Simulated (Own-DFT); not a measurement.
Simulation results for InAs (zincblende, strongly disordered by large displacements)

All values are calculated (Own-DFT development build). A calculation, not a measurement: plane-wave PBE density functional theory by an unreviewed code, no spin, of a simulated periodic cell, stress positive in tension, free energy of the whole cell less one offset for each atom, forces on such cells passed a denser k mesh, this cell's mesh not checked; broken bonds can close the gap or carry spin, so checks made on this kind of crystal may not hold here; offsets are fitted by least squares, one for each functional and potential file, so energies compare only between cells with the same atoms and settings and are not formation energies; the far tail of each file's local potential was reset to the Coulomb form; each entry is a single point on an unrelaxed cell, so the pressure reflects the starting lattice, mostly measured values (interpolated for alloys), from which strain is counted, and rises with the displacements; printed positions are rounded, which can move forces by about a meV/angstrom; the program, named Own-DFT, is a retired in-house code; no spin-orbit coupling.

Common to all runs: functional PBE; potential files PseudoDojo norm-conserving, scalar-relativistic, standard set; wave cutoff 42 hartree; occupations Fermi-Dirac; smearing width 0.1 eV; hardware one NVIDIA H200; k mesh 3 x 3 x 3 centred on Gamma.

(1) 
```xyz
64
Lattice="12.1166 0.0000 0.0000 0.0000 12.1166 0.0000 0.0000 0.0000 12.1166" Properties=species:S:1:pos:R:3:force_x:R:1:force_y:R:1:force_z:R:1 formula=InAs free_energy_of_cell_above_offsets=2.502 pressure=9.75 stress_xx=-9.92 stress_yy=-9.39 stress_zz=-9.95 stress_yz=-1.74 stress_xz=-0.09 stress_xy=1.58 wall_time=1105
In     0.3499    12.1090    11.8738     -5.438     -4.138     -4.129
In     0.0862     2.9636     2.8443        0.8      -1.76       2.21
In     2.9588     0.1832     2.7333     -1.582      2.318      5.019
In     3.0623     2.5236    11.9538     -3.347      4.072      3.306
As     1.3751     1.2710     1.1527       1.97      4.916      5.416
As     1.6367     4.4444     4.5560     -1.311      0.302     -0.181
As     4.5621     1.7096     4.5408     -0.333     -0.203     -0.073
As     4.8833     4.6363     1.3148     -3.469     -3.316      2.642
In     0.3175    12.0293     6.1943     -5.737     -1.711     -2.022
In     0.1218     3.3369     8.8871      0.032     -2.489      1.078
In     2.8633    12.0877     8.8868      3.037     -1.392       2.21
In     2.8636     3.0143     6.3475      2.535      1.831     -1.801
As     1.6812     1.2390     7.3497     -0.337      3.948      2.436
As     1.5514     4.3163    10.7326      1.521      0.671     -0.569
As     4.5540     1.6695    10.6293      4.169     -2.836     -5.133
As     4.7460     4.7697     7.3436     -2.157     -2.035      2.561
In     0.2385     5.7436     0.2369     -0.582      1.577     -0.641
In     0.3021     9.2787     3.1079     -3.483     -0.294     -1.285
In     2.9682     5.9794     2.9299      0.667      0.436      -0.46
In     3.1850     8.9496     0.2073     -0.042      1.728     -1.043
As     1.4606     7.9349     1.4464     -1.273     -3.335      0.523
As     1.4533    10.6418     4.5935      2.891      1.391     -0.046
As     4.1731     7.5337     4.6745      1.517      0.023     -0.813
As     4.1765    10.9345     1.4255      1.982     -3.914     -0.956
In    12.1044     6.3261     6.0357     -1.755     -1.718     -3.464
In     0.1268     9.1877     9.0061     -0.148      2.645      -0.69
In     3.3499     6.3948     9.0380      -1.07     -1.293     -0.423
In     3.0269     9.3625     6.1668     -3.406      -3.32     -2.071
As     1.1091     7.3272     7.7924      3.909      0.836      1.419
As     1.7311    10.5035    10.5280      0.563     -0.831      0.078
As     4.5667     7.6502    10.8603      0.824      1.113     -2.565
As     4.6668    10.4440     7.2578     -0.157      2.131      3.077
In     5.7255    12.0326    12.1075      2.597      1.345     -1.197
In     6.2760     3.3140     3.0796     -1.853     -0.579     -0.053
In     9.1398     0.1547     2.9546     -3.593      2.511      3.511
In     8.9610     3.3153     0.2769     -0.255     -1.268     -0.817
As     7.3595     1.5333     1.7188      0.306       -0.4     -1.705
As     7.9023     4.3175     4.5678     -0.031      3.268     -0.167
As    10.4805     1.4920     4.6429      2.551     -0.267     -0.316
As    10.7005     4.5526     1.8406     -1.182      1.212     -1.362
In     5.9566     0.0102     6.2034      1.189      1.823     -2.336
In     6.2185     3.2134     9.1019     -0.142     -0.718     -0.609
In     9.1257     0.0304     8.9467      1.808     -5.072      2.013
In     9.1754     2.9661     6.1412      0.171     -0.672      1.887
As     7.7169     1.1382     7.6888     -4.257      4.836     -3.207
As     7.7205     4.7410    10.4949      0.308      0.919      0.784
As    10.5812     1.1163    10.3674      2.609      3.337      2.488
As    10.6110     4.6730     7.6397      2.164     -3.525     -4.868
In     5.9320     6.2630     0.1486      3.753      1.195     -1.671
In     6.0017     9.3473     2.6243       0.01     -0.063      2.185
In     9.1770     6.4025     2.7856      3.406     -3.737      4.682
In     9.0360     8.6120     0.0702      4.181      4.304     -5.267
As     7.8131     7.6289     1.5897     -7.868      0.365      0.603
As     7.7231    10.6759     4.7296     -5.667       4.33     -4.273
As    10.4383     8.0379     4.4337      4.105     -4.719     -2.723
As    10.4099    11.0261     1.6721      4.677     -4.854     -4.438
In     6.2183     5.9830     5.9358      1.525      2.325     -1.667
In     6.0998     9.3544     8.8556     -2.144        2.6      6.218
In     9.4674     6.1286     8.8093     -4.428      4.641      3.612
In     9.1875     9.3881     5.6603      0.052     -1.698      5.141
As     7.3009     8.0693     7.5861      5.012     -5.672      -4.54
As     7.5058    10.6201    10.7981      0.329     -0.458     -0.465
As    10.9027     7.7123    10.3108     -1.842     -2.043      3.216
As    10.5207    10.4467     7.3847      1.722       1.38       1.73
```

Units: free_energy_of_cell_above_offsets in eV; pressure, stress_xx, stress_yy, stress_zz, stress_yz, stress_xz, stress_xy in GPa; wall_time in s; force_x, force_y, force_z in eV/Å.

(2) 
```xyz
64
Lattice="12.1166 0.0000 0.0000 0.0000 12.1166 0.0000 0.0000 0.0000 12.1166" Properties=species:S:1:pos:R:3:force_x:R:1:force_y:R:1:force_z:R:1 formula=InAs free_energy_of_cell_above_offsets=29.908 pressure=14.54 stress_xx=-14.49 stress_yy=-15.05 stress_zz=-14.07 stress_yz=2.39 stress_xz=-0.28 stress_xy=-0.46 wall_time=1182
In     0.3156    12.1091    12.0310     -4.602      4.012      3.088
In     0.4267     3.1900     3.3968     -1.381     -0.686     -1.275
In     2.8262     0.0263     2.9187      3.196     -2.318      5.264
In     3.2530     3.3880     0.6139     -4.563     -4.114     -4.454
As     1.4475     1.3451     1.8437     -3.261      4.492     -3.295
As     1.8121     4.6936     4.6579      0.227      1.729      0.825
As     4.4960     1.7548     5.0852       2.91     -1.451     -4.686
As     4.6574     4.5010     1.8727      2.017      6.505      0.918
In     0.2438     0.0451     5.7707     -6.824      2.921     -3.787
In    12.0074     3.7810     9.0701     -4.506     -3.261     -2.821
In     3.2527     0.4537     9.1312     -0.572     -0.932     -0.405
In     2.9790     2.9793     6.2555     -7.177     -2.324      0.786
As     1.2729     0.9911     7.4244      3.796      5.413      6.544
As     1.5535     4.4567    10.3248      3.604      0.814      5.192
As     5.0900     1.2928    10.6962     -4.461     -2.346      3.788
As     4.5001     4.4276     6.9110      1.166     -1.067      6.343
In    11.6316     5.9548     0.1885       1.96     -4.216      4.166
In     0.2877     8.6751     3.3455     -1.322      3.174      1.235
In     3.0403     6.3268     2.8115      4.386     -3.344      4.691
In     2.3099     8.4211    11.9949      1.586      4.217     -5.404
As     1.6004     7.5608     1.7163     -5.016     -1.085       1.11
As     1.6023    10.6508     5.0485      1.744     -0.937     -7.744
As     4.5584     7.7126     5.2019     -2.039      4.602     -4.916
As     4.3166    10.8940     1.5432      1.029     -1.848     -1.983
In    12.0916     6.2098     6.3364       1.84      -4.69      3.096
In     0.0799     9.6922     8.6398      1.991      -2.14       2.48
In     3.1947     5.8441     9.2197      0.945      0.409      -2.19
In     2.5693     8.9945     6.1054      5.187      0.897     -0.916
As     1.7542     7.4740     7.3987     -2.219     -3.862        6.4
As     1.5668    10.7245    10.8851      3.668     -3.771     -4.648
As     4.2856     7.6018    10.7366      1.193      -0.49     -0.267
As     4.2853    10.7081     7.4143     -2.338     -3.654      5.472
In     6.4522    11.6931     0.1159     -2.779      4.099      3.203
In     5.9608     2.8940     2.8488      3.201     -3.028      2.308
In     8.9763    12.0755     3.4415      5.799      5.106     -3.564
In     9.3670     3.4619    12.0866     -2.134        2.9      2.932
As     7.9494     1.6365     1.1497     -1.342     -0.862      1.945
As     7.7192     5.3845     4.2785       -3.5     -3.568      2.807
As    10.8716     2.0667     4.9826     -0.911     -1.267     -0.492
As    10.3963     4.5156     2.3493      0.162      0.411     -1.718
In     5.3519    11.7104     5.7855      3.834      1.657     -3.501
In     6.5014     2.5239     9.5614      3.356      3.107     -4.161
In     8.9645    11.9695     8.9192      3.242     -2.399      5.442
In     8.5733     2.6982     6.3630      0.884      4.867     -3.435
As     7.9822     0.7782     7.1946     -5.678      -2.65     -2.136
As     7.2346     4.7004    10.9054      1.616     -6.215     -1.635
As    10.7489     2.0598    10.9959      2.953     -3.525     -3.515
As    10.0876     4.2969     7.4093      1.202      2.802      1.119
In     6.2847     6.3215    12.0028      -6.44      0.465      0.779
In     6.3138     9.7655     2.6222     -3.575      -3.89     -3.828
In     9.1380     6.8073     3.1538       1.06      1.313     -2.784
In     8.9711     9.4255     0.1967        1.2     -4.298     -1.287
As     7.4094     7.8081     1.0354      2.094      2.808      5.381
As     7.4404    10.7421     4.2261     -1.419     -1.591      7.437
As    10.9241     7.2803     4.8242     -3.733      3.898       -3.1
As    10.4753    10.6709     1.1877      4.471      3.246      4.577
In     5.6634     6.1063     6.1991       6.88      0.652     -0.419
In     5.8936     8.6789     9.0294     -5.649      2.284      2.452
In     8.5550     5.8394     9.3367      3.215      2.178     -2.767
In     8.6571     9.0262     6.0463      3.581      1.709     -5.825
As     7.7566     8.4696     7.9382      3.205     -3.541      2.998
As     7.5500    10.3702    10.8185     -0.195     -1.204      -7.35
As    10.8449     7.4300    10.8907     -2.827      4.399     -4.555
As    10.8086    10.8390     7.1150     -3.932     -0.514      0.085
```

Units: free_energy_of_cell_above_offsets in eV; pressure, stress_xx, stress_yy, stress_zz, stress_yz, stress_xz, stress_xy in GPa; wall_time in s; force_x, force_y, force_z in eV/Å.

(3) 
```xyz
64
Lattice="12.1166 0.0000 0.0000 0.0000 12.1166 0.0000 0.0000 0.0000 12.1166" Properties=species:S:1:pos:R:3:force_x:R:1:force_y:R:1:force_z:R:1 formula=InAs free_energy_of_cell_above_offsets=0.009 pressure=9.27 stress_xx=-8.87 stress_yy=-9.71 stress_zz=-9.24 stress_yz=-0.17 stress_xz=1.13 stress_xy=2.48 wall_time=1163
In    12.0293     0.1026    12.0109      3.065     -2.908      0.985
In     0.2384     3.0158     3.1674      -0.25      0.157      -0.82
In     3.0876     0.1059     3.3566     -1.043      -0.87     -2.071
In     3.2031     2.8044    11.8652     -3.964       3.04      3.025
As     1.5671     1.3962     1.3190      0.695      0.659       1.75
As     1.7468     4.7607     4.7205      1.546     -3.782     -1.884
As     4.5175     1.5742     4.6385      4.579     -1.478     -2.617
As     4.8866     4.7817     1.7489     -3.634     -0.396     -1.577
In    11.6668     0.0414     6.1319      3.099      1.837     -3.471
In     0.2232     2.8549     8.9974     -1.095      1.425      0.896
In     3.2742     0.2281     8.7483     -2.878      2.226      2.694
In     3.2060     2.9209     5.8594     -2.958      2.398      2.489
As     1.3794     1.5876     7.1754      1.053     -0.577        0.4
As     1.4496     4.5194    10.8020      1.356     -1.002      -1.29
As     4.7571     1.6580    10.7671      2.549      -2.09     -3.917
As     4.6611     4.3837     7.2784     -1.534      3.457     -0.734
In    11.8465     5.7955    12.0685      2.938      3.504     -2.135
In    11.8297     8.8696     2.7705      4.509      2.545      -2.97
In     3.1340     5.8244     3.0520     -0.742      2.414     -0.831
In     3.0233     9.2838     0.0692      0.849      2.369     -1.228
As     1.6938     7.6752     1.2203     -2.058     -2.764       2.22
As     1.3609    10.6600     4.3858     -1.017     -0.601      0.412
As     4.6053     7.3809     4.6970     -0.203     -1.301      0.327
As     4.6384    10.8722     1.6178     -0.829     -1.955      1.133
In     0.1676     6.0216     5.6903      -3.32      3.907      2.884
In    11.9770     9.4477     8.8945      3.238     -5.259      3.146
In     3.2397     5.9709     9.3401     -0.803     -1.682     -1.033
In     3.2004     9.1886     5.5993     -1.413      1.008      2.073
As     1.6965     7.3940     7.8805     -1.237      1.361     -1.981
As     1.4609    10.6744    10.3141      1.474      1.388       1.49
As     4.4413     7.6690    10.6457      0.361      0.464      1.245
As     4.4502    10.7758     7.5765      2.428     -2.788     -3.117
In     6.0425    11.9979    12.0324     -3.613       0.86      0.528
In     6.1937     3.1833     2.6212      2.666     -4.055      2.765
In     8.7702     0.0589     2.6503      3.186      -2.94      4.751
In     9.1444     2.7330     0.0153      -0.99      3.253     -0.253
As     7.5851     1.1559     1.0958     -1.429       4.71      0.102
As     7.7168     4.5055     4.8247     -3.124       1.45     -3.738
As    10.4976     1.6473     4.6128     -0.665     -0.095     -1.666
As    10.5397     4.6128     1.3207     -2.798     -3.414      4.355
In     6.5235     0.2124     5.9075     -4.276        0.3     -1.107
In     5.8490     3.0468     8.7301      1.495     -0.514      3.492
In     9.1045     0.0222     8.9618     -1.087     -0.112      1.786
In     8.9774     3.1391     6.0770        3.1     -2.458      3.846
As     7.2942     1.3472     7.6580      3.369      2.603      2.879
As     7.3118     4.6949    10.5192     -0.195     -1.382      1.069
As    10.5979     1.3886    10.7986     -1.117      1.592     -4.833
As    10.6424     5.0393     7.4509     -0.239     -1.773      0.593
In     5.7919     6.3674     0.3118      0.935      0.816       -3.8
In     6.0251     8.4608     3.0401     -1.293      3.785      0.753
In     8.7976     5.8382     2.9960      2.458     -0.705      0.656
In     9.2648     9.1245     0.2837     -4.625     -2.104     -1.928
As     7.5714     7.3931     1.6562      2.188      1.493     -2.461
As     7.3186    10.5891     4.7392       2.09     -3.679     -3.799
As    10.4581     7.8737     4.2225     -1.963     -4.383      2.735
As    10.5883    10.6303     1.3018      1.857      3.363       3.01
In     6.5459     6.2835     6.1089     -2.738     -2.106     -2.768
In     5.8031     9.0334     8.9935     -0.465      1.444      0.198
In     8.9100     6.1126     9.1750      2.666     -0.372      1.519
In     9.0951     8.9998     5.9376     -0.939      1.091      1.697
As     7.3044     7.3784     7.9117      1.734      3.589      1.133
As     7.1012    10.5417    10.6971      4.293     -3.258     -3.065
As    10.7060     7.7982    10.9659       0.23     -0.798     -2.929
As    10.7386    10.7648     7.6225     -5.473      -0.91      -1.01
```

Units: free_energy_of_cell_above_offsets in eV; pressure, stress_xx, stress_yy, stress_zz, stress_yz, stress_xz, stress_xy in GPa; wall_time in s; force_x, force_y, force_z in eV/Å.
